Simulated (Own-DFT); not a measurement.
# Computed records: AlN (wurtzite, atoms displaced)

A calculation, not a measurement: plane-wave PBE density functional theory by an unreviewed code, no spin, of a simulated periodic cell, stress positive in tension, free energy of the whole cell less one offset for each atom, forces on such cells passed a denser k mesh, this cell's mesh not checked; offsets are fitted by least squares, one for each functional and potential file, so energies compare only between cells with the same atoms and settings and are not formation energies; the far tail of each file's local potential was reset to the Coulomb form; each entry is a single point on an unrelaxed cell, so the pressure reflects the starting lattice, mostly measured values (interpolated for alloys), from which strain is counted, and rises with the displacements; printed positions are rounded, which can move forces by about a meV/angstrom; the program, named Own-DFT, is a retired in-house code; no spin-orbit coupling. Program: Own-DFT development build.

Entry: AlN (wurtzite, atoms displaced)

```
cell vectors (Å)
  12.4480     0.0000     0.0000
  -6.2240    10.7803     0.0000
   0.0000     0.0000     9.9640
atoms (fractions of the cell vectors)
Al  0.08730  0.16738  0.99607
Al  0.16837  0.08313  0.24728
N   0.08379  0.16576  0.19264
N   0.16529  0.08237  0.43756
Al  0.08583  0.16624  0.50078
Al  0.16633  0.08506  0.74958
N   0.08413  0.16700  0.68814
N   0.16870  0.08361  0.93950
Al  0.08371  0.41736  0.99943
Al  0.16468  0.33155  0.25133
N   0.08530  0.41885  0.19222
N   0.16591  0.33203  0.44446
Al  0.08264  0.41665  0.50251
Al  0.16877  0.33558  0.74851
N   0.07745  0.41348  0.68953
N   0.16740  0.33452  0.94142
Al  0.08661  0.66755  0.99764
Al  0.16503  0.58549  0.25238
N   0.08256  0.66431  0.19053
N   0.17019  0.58426  0.44258
Al  0.08113  0.66507  0.49996
Al  0.16443  0.58072  0.74630
N   0.08076  0.66583  0.68820
N   0.16524  0.58131  0.94162
Al  0.08506  0.91952  0.99929
Al  0.16776  0.83441  0.25104
N   0.08540  0.91721  0.19093
N   0.16848  0.83400  0.44260
Al  0.08325  0.91596  0.50118
Al  0.16708  0.83330  0.75093
N   0.08357  0.91437  0.69254
N   0.16518  0.83401  0.94152
Al  0.33500  0.16615  0.99874
Al  0.41724  0.08335  0.24705
N   0.33342  0.17060  0.19104
N   0.41620  0.08502  0.44515
Al  0.33360  0.16668  0.50053
Al  0.41721  0.08165  0.74755
N   0.33470  0.16586  0.68853
N   0.41093  0.08306  0.93498
Al  0.33525  0.41888  0.00087
Al  0.41205  0.33089  0.24999
N   0.33319  0.41823  0.19019
N   0.41814  0.33686  0.43943
Al  0.33222  0.41634  0.50198
Al  0.41590  0.33467  0.74919
N   0.33229  0.41513  0.69334
N   0.41797  0.33462  0.94437
Al  0.33496  0.66647  0.00385
Al  0.41506  0.57892  0.24912
N   0.33278  0.66835  0.19029
N   0.41205  0.57899  0.43956
Al  0.33408  0.66682  0.49836
Al  0.41439  0.58144  0.74843
N   0.33228  0.66593  0.69203
N   0.41392  0.58080  0.94116
Al  0.33357  0.91872  0.00580
Al  0.41715  0.83783  0.25040
N   0.33387  0.91772  0.19155
N   0.41521  0.83397  0.43563
Al  0.33194  0.91339  0.49989
Al  0.41747  0.83336  0.75297
N   0.33117  0.91690  0.69022
N   0.41795  0.83420  0.94090
Al  0.58464  0.16808  0.99820
Al  0.66786  0.08508  0.24964
N   0.58147  0.16428  0.19216
N   0.66606  0.08282  0.44119
Al  0.58528  0.16884  0.50097
Al  0.66925  0.08584  0.75242
N   0.58459  0.16489  0.68951
N   0.66784  0.08541  0.94104
Al  0.58236  0.41918  0.00302
Al  0.66505  0.33405  0.24513
N   0.58290  0.41528  0.19200
N   0.66349  0.33169  0.44048
Al  0.58149  0.41770  0.50132
Al  0.66697  0.33440  0.74958
N   0.58142  0.41561  0.69070
N   0.66673  0.33213  0.93885
Al  0.58451  0.66748  0.00201
Al  0.66721  0.58377  0.24843
N   0.58241  0.66710  0.18856
N   0.66765  0.58535  0.44334
Al  0.58412  0.66872  0.49812
Al  0.66689  0.58396  0.75181
N   0.58393  0.66721  0.69069
N   0.66741  0.58459  0.94334
Al  0.58631  0.91736  0.00221
Al  0.66779  0.83247  0.24974
N   0.58588  0.91685  0.19252
N   0.66677  0.83474  0.44299
Al  0.58175  0.91406  0.49897
Al  0.66540  0.83241  0.75030
N   0.58573  0.91641  0.68929
N   0.66861  0.83570  0.94083
Al  0.82902  0.16378  0.99859
Al  0.91724  0.08212  0.25074
N   0.82897  0.16465  0.19192
N   0.91772  0.08513  0.43867
Al  0.83364  0.16629  0.49958
Al  0.91732  0.08477  0.75080
N   0.83241  0.16675  0.69145
N   0.91565  0.08279  0.94386
Al  0.83345  0.41702  0.99851
Al  0.91552  0.33191  0.25032
N   0.83736  0.41998  0.19450
N   0.91755  0.33675  0.43983
Al  0.83315  0.41889  0.50040
Al  0.91219  0.33220  0.74853
N   0.83377  0.41829  0.69360
N   0.91858  0.33619  0.94209
Al  0.83192  0.66327  0.00002
Al  0.91400  0.58160  0.24751
N   0.83143  0.66666  0.18973
N   0.91988  0.58311  0.43892
Al  0.83216  0.66495  0.49933
Al  0.91591  0.58364  0.75009
N   0.83279  0.66393  0.69067
N   0.91454  0.58274  0.94241
Al  0.83499  0.91967  0.99769
Al  0.91569  0.83315  0.25022
N   0.83282  0.91533  0.18835
N   0.91375  0.83209  0.44046
Al  0.83095  0.91433  0.49679
Al  0.91822  0.83288  0.75179
N   0.83326  0.91632  0.69187
N   0.91731  0.83335  0.94271
```

It was run with functional PBE, potential files PseudoDojo norm-conserving, scalar-relativistic, standard set, wave cutoff 42 hartree, occupations Fermi-Dirac, smearing width 0.1 eV, hardware one NVIDIA H100 and k mesh 2 x 2 x 2 centred on Gamma.

The calculation gives: free energy of cell above offsets -62.365 eV; pressure 3.75 GPa; stress xx -4.03 GPa; stress yy -3.63 GPa; stress zz -3.6 GPa; stress yz 0 GPa; stress xz 0.07 GPa; stress xy 0.32 GPa; wall time 378.5 s.

Force:
| element | x (eV/Å) | y (eV/Å) | z (eV/Å) |
| --- | --- | --- | --- |
| Al | -0.799 | 0.136 | 0.831 |
| Al | -0.46 | -0.029 | 0.423 |
| N | -0.031 | 0.051 | -0.708 |
| N | 0.473 | -0.028 | 0.48 |
| Al | -0.589 | -0.166 | -0.557 |
| Al | 0.698 | -0.482 | -0.302 |
| N | -0.17 | 0.113 | 0.778 |
| N | -0.197 | 0.237 | -0.007 |
| Al | 0.055 | -0.174 | 0.493 |
| Al | 0.001 | 0.415 | 0.032 |
| N | -0.214 | -0.51 | -0.035 |
| N | -0.008 | 0.203 | -0.286 |
| Al | 0.048 | -0.006 | -0.717 |
| Al | -0.857 | -0.517 | 0.342 |
| N | 0.766 | 0.268 | 0.409 |
| N | 0.218 | -0.151 | -0.385 |
| Al | -0.699 | -0.267 | 0.43 |
| Al | 0.803 | -0.458 | -0.168 |
| N | -0.494 | 0.901 | -0.062 |
| N | -0.831 | -0.179 | 0.089 |
| Al | 0.759 | 0.395 | -0.177 |
| Al | -0.213 | 0.265 | 0.544 |
| N | 0.363 | 0.074 | 0.617 |
| N | 0.427 | 0.569 | -0.659 |
| Al | -0.18 | -0.714 | 0.175 |
| Al | -0.257 | -0.636 | 0.011 |
| N | -0.295 | -0.134 | -0.075 |
| N | -0.536 | -0.427 | -0.394 |
| Al | -0.137 | 0.052 | -0.161 |
| Al | 0.033 | -0.235 | -0.033 |
| N | -0.356 | 0.621 | -0.23 |
| N | 0.646 | 0.023 | 0.096 |
| Al | -0.643 | 0.679 | 0.151 |
| Al | -0.56 | 0.453 | 1.236 |
| N | 0.686 | -1.15 | -0.483 |
| N | 0.473 | -0.566 | -0.94 |
| Al | -0.242 | 0.186 | -0.361 |
| Al | -0.23 | 0.248 | -0.371 |
| N | -0.598 | 0.414 | 0.525 |
| N | 1.623 | -0.144 | 1.044 |
| Al | -0.307 | -0.646 | -0.023 |
| Al | 0.46 | 1.041 | 0.146 |
| N | -0.013 | -0.852 | 0.061 |
| N | -0.395 | -0.629 | 0.305 |
| Al | 0.071 | -0.266 | -0.244 |
| Al | 0.537 | -0.693 | 0.513 |
| N | 0.013 | 0.397 | -0.506 |
| N | -0.208 | -0.145 | -0.626 |
| Al | -0.566 | 0.02 | -0.635 |
| Al | -0.622 | 1.153 | 0.107 |
| N | 0.287 | 0.02 | 0.626 |
| N | 0.73 | 0.933 | 0.25 |
| Al | -0.019 | 0.16 | 0.152 |
| Al | 0.303 | 0.526 | 0.403 |
| N | 0.095 | 0.102 | -0.403 |
| N | 0.617 | 0.832 | -0.191 |
| Al | 0.045 | -0.409 | -1.467 |
| Al | 0.872 | -0.917 | -0.58 |
| N | -0.291 | 0.239 | 0.108 |
| N | 0.496 | -0.24 | 0.991 |
| Al | -0.027 | 1.001 | 0.234 |
| Al | -0.167 | 0.179 | -0.498 |
| N | 0.86 | -0.532 | 0.075 |
| N | -0.107 | 0.194 | 0.63 |
| Al | -0.682 | -0.436 | 0.091 |
| Al | -0.271 | -0.641 | 0.594 |
| N | 0.068 | 0.53 | -0.823 |
| N | 0.084 | -0.001 | -0.048 |
| Al | -0.188 | -0.646 | -0.292 |
| Al | -0.252 | -0.826 | -0.68 |
| N | -0.22 | 0.509 | 0.584 |
| N | -0.475 | -0.629 | -0.02 |
| Al | 0.569 | -0.497 | -0.426 |
| Al | 0.795 | -0.25 | 0.962 |
| N | -0.632 | 0.422 | -0.143 |
| N | 0.28 | 0.863 | -0.116 |
| Al | 0.443 | -0.093 | -0.343 |
| Al | -0.196 | -0.382 | -0.203 |
| N | 0.116 | 0.386 | 0.271 |
| N | -0.43 | 0.512 | 0.556 |
| Al | -0.47 | 0.152 | -0.693 |
| Al | -0.312 | -0.184 | 0.447 |
| N | 0.207 | -0.316 | 0.757 |
| N | -0.202 | -0.327 | -0.687 |
| Al | -0.286 | -0.584 | 0.334 |
| Al | -0.047 | -0.169 | -0.266 |
| N | -0.291 | -0.394 | -0.002 |
| N | -0.23 | -0.236 | -0.329 |
| Al | -0.515 | -0.075 | -0.134 |
| Al | -0.278 | 0.185 | 0.049 |
| N | -0.468 | 0.134 | -0.127 |
| N | -0.052 | -0.542 | -0.791 |
| Al | -0.367 | 0.826 | 0.08 |
| Al | 0.391 | 0.244 | -0.039 |
| N | -0.747 | 0.134 | 0.336 |
| N | -0.075 | -0.469 | 0.037 |
| Al | 0.933 | 1.179 | 0.59 |
| Al | -0.345 | 0.168 | -0.443 |
| N | 0.999 | 0.42 | -0.424 |
| N | 0.137 | -0.476 | 0.542 |
| Al | -0.24 | 0.272 | -0.168 |
| Al | 0.007 | -0.359 | -0.148 |
| N | 0.356 | 0.036 | -0.069 |
| N | 0.339 | 0.748 | -0.634 |
| Al | 0.193 | -0.01 | 0.472 |
| Al | 0.362 | 0.348 | -0.123 |
| N | -0.898 | -1.213 | -0.992 |
| N | -0.02 | -0.651 | 0.442 |
| Al | -0.051 | -0.525 | -0.211 |
| Al | 0.555 | 0.132 | 0.575 |
| N | -0.37 | -0.194 | -0.598 |
| N | -0.3 | -0.914 | -0.29 |
| Al | 0.032 | 1.04 | 0.078 |
| Al | 0.451 | 0.861 | 0.289 |
| N | 0.346 | -0.052 | 0.242 |
| N | -1.148 | 0.124 | 0.027 |
| Al | 0.435 | 0.211 | 0.128 |
| Al | 0.231 | 0.019 | 0.34 |
| N | -0.34 | 0.481 | 0.04 |
| N | 0.627 | 0.151 | -0.329 |
| Al | 0.277 | -0.866 | 0.257 |
| Al | 0.371 | 0.078 | -0.33 |
| N | 0.039 | 0.226 | 0.39 |
| N | 0.611 | -0.015 | 0.008 |
| Al | 0.311 | 0.883 | 0.848 |
| Al | -0.425 | -0.123 | -0.14 |
| N | 0.172 | 0.081 | -0.208 |
| N | -0.057 | -0.061 | -0.123 |
